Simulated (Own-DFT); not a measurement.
# Bulk modulus against bond length in tetrahedral crystals

Source: density functional calculations with Own-DFT, an unreviewed in-house program that is no longer used. Nothing was measured or relaxed, and spin and spin-orbit coupling are left out.

Limits (not all hold for every row): forces on such cells moved up to 12 meV/angstrom on a denser k mesh; k mesh not checked against a denser one; forces on such cells passed a denser k mesh, each cell not checked; stress not checked against mesh or cutoff.

All runs are PBE with PseudoDojo norm-conserving files; cutoff and k mesh are each material's own. Every cell starts from measured lattice constants and was given uniform random strains and small random moves of its atoms. Each triple is the change of volume in per cent, the rms move u in Å and the pressure in GPa.

- 3C SiC (C48Si48), 10.36 Å³/atom unstrained: (-3.44, 0.051, 14.33); (-3.04, 0.052, 13.89); (-2.92, 0.045, 12.43); (-2.43, 0.050, 11.76); (0.47, 0.050, 4.46); (2.22, 0.049, 0.46); (3.97, 0.048, -2.93)
- wurtzite AlN (Al64N64), 10.45 Å³/atom unstrained: withheld
- wurtzite GaN (Ga48N48), 11.42 Å³/atom unstrained: (-3.29, 0.051, 14.84); (-3.18, 0.051, 14.68); (-2.11, 0.049, 11.99); (0.16, 0.047, 7.29); (0.29, 0.053, 7.36); (0.66, 0.048, 6.29); (2.21, 0.050, 3.44)
- diamond silicon (Si64), 20.02 Å³/atom unstrained: (-1.93, 0.049, 4.69); (-1.79, 0.047, 4.36); (-0.45, 0.050, 3.02); (1.02, 0.047, 1.62); (1.57, 0.047, 0.93); (1.74, 0.053, 1.28); (2.93, 0.050, -0.06)
- zincblende InP (In32P32), 25.27 Å³/atom unstrained: (-1.72, 0.050, 4.91); (-0.99, 0.051, 4.41); (-0.14, 0.048, 3.73); (-0.06, 0.049, 3.56); (0.43, 0.046, 3.17); (1.14, 0.049, 2.82); (1.71, 0.049, 2.62)
- grey tin (Sn64), 34.15 Å³/atom unstrained: (-3.64, 0.053, 5.81); (-3.17, 0.049, 5.73); (-1.21, 0.052, 4.50); (-0.20, 0.051, 3.88); (0.18, 0.046, 3.68); (0.21, 0.046, 3.54); (1.96, 0.052, 2.92)

## Fit

Fit a line to each set against the fractional change of volume; B is minus its slope, and u is nearly the same within a set. To take it to zero pressure, assume that B rises by 4 GPa for each GPa: B0 = B - 4 x (mean pressure). The bond length of an ideal tetrahedral crystal with the unstrained volume v is d = (√3/4)(8 v)^(1/3). Cohen's empirical rule reads B0 = (1971 - 220 L) d^(-3.5) GPa, with L = 0 for group IV crystals and SiC and 1 for III-V compounds.

| material | L | d (Å) | B (GPa) | mean P (GPa) | B0 (GPa) | rule (GPa) |
|---|---|---|---|---|---|---|
| 3C SiC (C48Si48) | 0 | 1.888 | 237 ± 7 | 7.8 | 206 ± 7 | 213 |
| wurtzite AlN (Al64N64) | 1 | 1.893 | ? | ? | ? | 188 |
| wurtzite GaN (Ga48N48) | 1 | 1.950 | 209 ± 4 | 9.4 | 172 ± 4 | 169 |
| diamond silicon (Si64) | 0 | 2.352 | 96 ± 4 | 2.3 | 87 ± 4 | 99 |
| zincblende InP (In32P32) | 1 | 2.541 | 70 ± 5 | 3.6 | 55 ± 5 | 67 |
| grey tin (Sn64) | 0 | 2.810 | 55 ± 3 | 4.3 | 38 ± 3 | 53 |

A line through ln[B0/(1971 - 220 L)] against ln d has a slope of -4.3 ± 0.1 and a scatter of 4 %. Against the rule, B0 stands at 97 % for 3C SiC, 102 % for wurtzite GaN, 88 % for diamond silicon, 82 % for zincblende InP, 72 % for grey tin. PBE tends to make silicon and heavier crystals too soft, and the rule itself is only a guide.

## Withheld run

The question: what B0 does the fitted trend give for wurtzite AlN (Al64N64)?

From the line: 189 GPa. Its own runs give B = 202 ± 8 GPa at a mean pressure of 7.3 GPa, so B0 = 172 GPa.
